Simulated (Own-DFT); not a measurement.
# Computed records: Al₃GaN₄ (wurtzite random alloy, atoms displaced)

All values are calculated (Own-DFT development build). A calculation, not a measurement: plane-wave density functional theory by an unreviewed code, no spin, of a simulated periodic cell, stress positive in tension, run twice, with PBE and with PBEsol, both on files made for PBE, so the change isn't that of files made for PBEsol, forces on such cells passed a denser k mesh, this cell's mesh not checked; the far tail of each file's local potential was reset to the Coulomb form; each entry is a single point on an unrelaxed cell, so the pressure reflects the starting lattice, mostly measured values (interpolated for alloys), from which strain is counted, and rises with the displacements; printed positions are rounded, which can move forces by about a meV/angstrom; the program, named Own-DFT, is a retired in-house code; no spin-orbit coupling; stress was not checked against mesh or cutoff.

```xyz
72
Lattice="9.3938 0.0000 0.0000 -4.6969 8.1352 0.0000 0.0000 0.0000 10.0655" Properties=species:S:1:pos:R:3:PBE_force_x:R:1:PBE_force_y:R:1:PBE_force_z:R:1:PBEsol_force_x:R:1:PBEsol_force_y:R:1:PBEsol_force_z:R:1 formula=Al3GaN4 functional=PBE,then_PBEsol potential_files=PseudoDojo_norm-conserving,scalar-relativistic,standard_set wave_cutoff=42 occupations=Fermi-Dirac smearing_width=0.1 k_mesh=4_x_4_x_3_centred_on_Gamma PBE_pressure=5.32 PBE_stress_xx=-5.47 PBE_stress_yy=-5.54 PBE_stress_zz=-4.96 PBE_stress_yz=-0.1 PBE_stress_xz=-0.25 PBE_stress_xy=0.38 PBEsol_pressure=2.19 PBEsol_stress_xx=-2.4 PBEsol_stress_yy=-2.4 PBEsol_stress_zz=-1.77 PBEsol_stress_yz=-0.09 PBEsol_stress_xz=-0.25 PBEsol_stress_xy=0.36 rms_change_of_force_components_from_PBE_to_PBEsol=0.069
Al     0.0283     1.8155    10.0469     -0.168      0.128      0.482     -0.179      0.114      0.494
Al     1.5282     0.9044     2.4994      0.727      0.177      1.046      0.731      0.173      1.055
N      0.0521     1.8794     1.9580     -0.264     -1.118     -1.622     -0.397     -1.196     -1.579
N      1.5915     0.9095     4.4594     -2.419      -1.07     -0.963     -2.238     -0.963     -0.888
Al    -0.0370     1.8467     5.0852      1.386     -0.312     -1.195      1.389     -0.308     -1.203
Al     1.5920     0.9000     7.5176     -0.205     -0.206       0.67     -0.222     -0.207      0.668
N      0.0090     1.7523     6.9558      0.267      1.545      0.011       0.29      1.543      0.019
N      1.5744     0.9180     9.4578      0.196      0.117      0.144      0.201      0.122      0.132
Al    -1.5177     4.5492     0.0743     -0.921     -0.311     -1.009     -0.921     -0.301     -1.026
Al    -0.0412     3.5989     2.4914      0.721      1.528      1.083      0.709      1.536      1.091
N     -1.6122     4.5245     1.9414      0.657       0.52      0.182       0.64      0.525      0.201
N      0.0932     3.6381     4.4403     -1.979     -0.372       0.12     -1.965     -0.366      0.113
Al    -1.5908     4.4763     5.0464      1.264       1.09     -1.153      1.272      1.084     -1.165
Al    -0.0151     3.6177     7.5452      0.226     -0.062     -0.248      0.208     -0.073     -0.261
N     -1.5889     4.5330     6.8939       1.54      0.279       0.65      1.376      0.179       0.72
N      0.0212     3.6119     9.4357     -0.299      0.345      0.544     -0.293      0.347      0.545
Al    -3.1206     7.2768     0.0300      0.071     -0.568     -0.393      0.073     -0.569     -0.376
Al    -1.5811     6.4058     2.5419       0.24     -1.162     -0.204      0.235     -1.156     -0.221
N     -3.1775     7.2278     1.9671      1.192      0.861     -1.202      1.022      0.758     -1.135
N     -1.5735     6.3269     4.4040       0.21      -0.09      1.269      0.211     -0.097      1.274
Al    -3.1477     7.2118     5.0647      0.611      0.688     -0.653      0.623      0.688     -0.662
Al    -1.5932     6.3153     7.5046      0.294      0.675      0.502      0.296      0.672      0.493
N     -3.1311     7.2615     6.9466     -0.401      -1.01      0.003     -0.408     -1.003      0.014
N     -1.5500     6.3732     9.4174     -1.425      -1.47      0.336     -1.259     -1.371       0.39
Al     3.1642     1.8070     0.0030      0.042      0.218       -0.3      0.047      0.216      -0.29
Ga     4.6390     0.8664     2.5076      1.658      0.502      0.459      1.617      0.497      0.455
N      3.1562     1.8068     1.9301      -1.93     -1.196     -1.309     -1.759     -1.101     -1.169
N      4.7054     0.8854     4.4479      1.085     -0.602      0.272      0.915     -0.524      0.166
Ga     3.1174     1.7584     5.0208      0.662      0.565      0.603      0.638       0.55      0.585
Al     4.6880     0.8732     7.5237      0.165      1.564      0.994      0.168      1.573      1.006
N      3.1097     1.7334     6.9356      0.576      1.346      1.259      0.587      1.362      1.075
N      4.7332     0.8991     9.5237     -0.386      0.689     -1.237     -0.388      0.505     -1.185
Al     1.5935     4.5241     0.0064      0.583     -0.213      0.336      0.592     -0.222       0.35
Ga     3.1169     3.5607     2.5217      0.229      0.981      0.432      0.228      0.955      0.429
N      1.5807     4.5305     1.9876     -1.344      0.303     -1.394      -1.19      0.198     -1.327
N      3.1103     3.5860     4.4624      0.622      1.295      0.342      0.615      1.099      0.227
Al     1.5965     4.5340     5.0321     -0.071      0.113      0.062     -0.067      0.127      0.057
Al     3.0950     3.6660     7.5305      0.812     -1.992      0.578      0.817     -2.011       0.57
N      1.5693     4.4745     6.9604     -0.892      1.243     -0.395     -0.897      1.246     -0.397
N      3.1943     3.6114     9.4397     -1.753      -0.35      0.025     -1.587      -0.26      0.079
Ga     0.0228     7.1981    10.0413      0.227      0.602      0.492      0.231      0.609      0.483
Al     1.5565     6.3266     2.5559      0.232     -0.058     -0.411      0.254      -0.05     -0.413
N      0.0433     7.2216     1.9337     -0.921     -1.171      0.113     -0.923     -0.978      0.008
N      1.5454     6.3745     4.4432      1.035     -0.607      0.282      1.038     -0.604      0.281
Al     0.0235     7.2008     5.0740     -0.947      0.647     -0.152     -0.966      0.645     -0.146
Al     1.5685     6.3305     7.5669      0.238     -0.046      0.263      0.234     -0.046      0.258
N      0.0104     7.2743     7.0119     -0.074      -1.83     -1.051     -0.079     -1.832     -1.038
N      1.5957     6.3145     9.5017      0.617      -0.68     -1.094      0.584     -0.501      -0.98
Al     6.2496     1.8252     0.0319      0.378     -1.229      0.061      0.386     -1.274      0.061
Ga     7.8275     0.8997     2.5155      0.235      0.797      -0.68      0.227      0.771     -0.653
N      6.2861     1.8553     1.9061      -0.51     -0.262      0.257     -0.486     -0.423      0.353
N      7.8498     0.9303     4.3840      0.038     -0.059      2.001      0.046     -0.067      1.789
Al     6.2923     1.7798     4.9827     -0.907      0.786      0.556     -0.906      0.808      0.531
Al     7.8869     0.9850     7.5632     -2.048     -1.581      0.128     -2.064     -1.584       0.13
N      6.2207     1.8539     6.9057      1.148     -1.808     -0.071      1.146     -1.622     -0.012
N      7.8456     0.8907     9.4775      0.004      2.571     -0.722      0.002      2.358     -0.637
Ga     4.7628     4.5344    10.0237     -1.081      0.315      0.835     -1.075      0.296      0.822
Al     6.2520     3.5890     2.5745     -0.176      0.775     -0.672     -0.176      0.775     -0.654
N      4.6915     4.4692     1.9145      0.713      0.179      0.525      0.564      0.254      0.462
N      6.2715     3.6754     4.4583     -0.665     -1.325     -0.266     -0.675     -1.322      -0.25
Al     4.6624     4.5163     5.0338      0.219      0.016      0.331      0.233      0.013      0.317
Ga     6.2939     3.6298     7.5510     -1.105     -0.327      0.804     -1.102     -0.326      0.768
N      4.6622     4.4683     6.9779     -0.116      1.773     -0.915      0.043      1.688     -0.852
N      6.2290     3.5307     9.5380      2.729       1.44     -1.099      2.558      1.569     -1.178
Ga     3.2014     7.3163     0.0558     -0.832     -1.915      -0.95     -0.817      -1.87     -0.916
Ga     4.6534     6.2985     2.5314      0.202     -0.472     -0.164      0.206     -0.443     -0.163
N      3.1156     7.2539     1.9091     -0.711     -0.845      1.361      -0.56     -0.743      1.275
N      4.6956     6.3703     4.4424     -0.445     -0.819      1.111     -0.446     -0.825      0.929
Al     3.1447     7.2720     5.0113     -0.302     -0.245      0.499     -0.307     -0.239      0.479
Al     4.6451     6.3513     7.5135      1.149     -0.644      0.742      1.164     -0.658      0.747
N      3.1434     7.2205     6.9407     -0.816      1.013     -0.286     -0.824      1.028     -0.289
N      4.7220     6.3633     9.4721      0.914      0.336     -0.951      0.763      0.252     -0.838
```

Units: wave_cutoff in hartree; smearing_width in eV; PBE_pressure, PBE_stress_xx, PBE_stress_yy, PBE_stress_zz, PBE_stress_yz, PBE_stress_xz, PBE_stress_xy, PBEsol_pressure, PBEsol_stress_xx, PBEsol_stress_yy, PBEsol_stress_zz, PBEsol_stress_yz, PBEsol_stress_xz, PBEsol_stress_xy in GPa; rms_change_of_force_components_from_PBE_to_PBEsol, PBE_force_x, PBE_force_y, PBE_force_z, PBEsol_force_x, PBEsol_force_y, PBEsol_force_z in eV/Å.
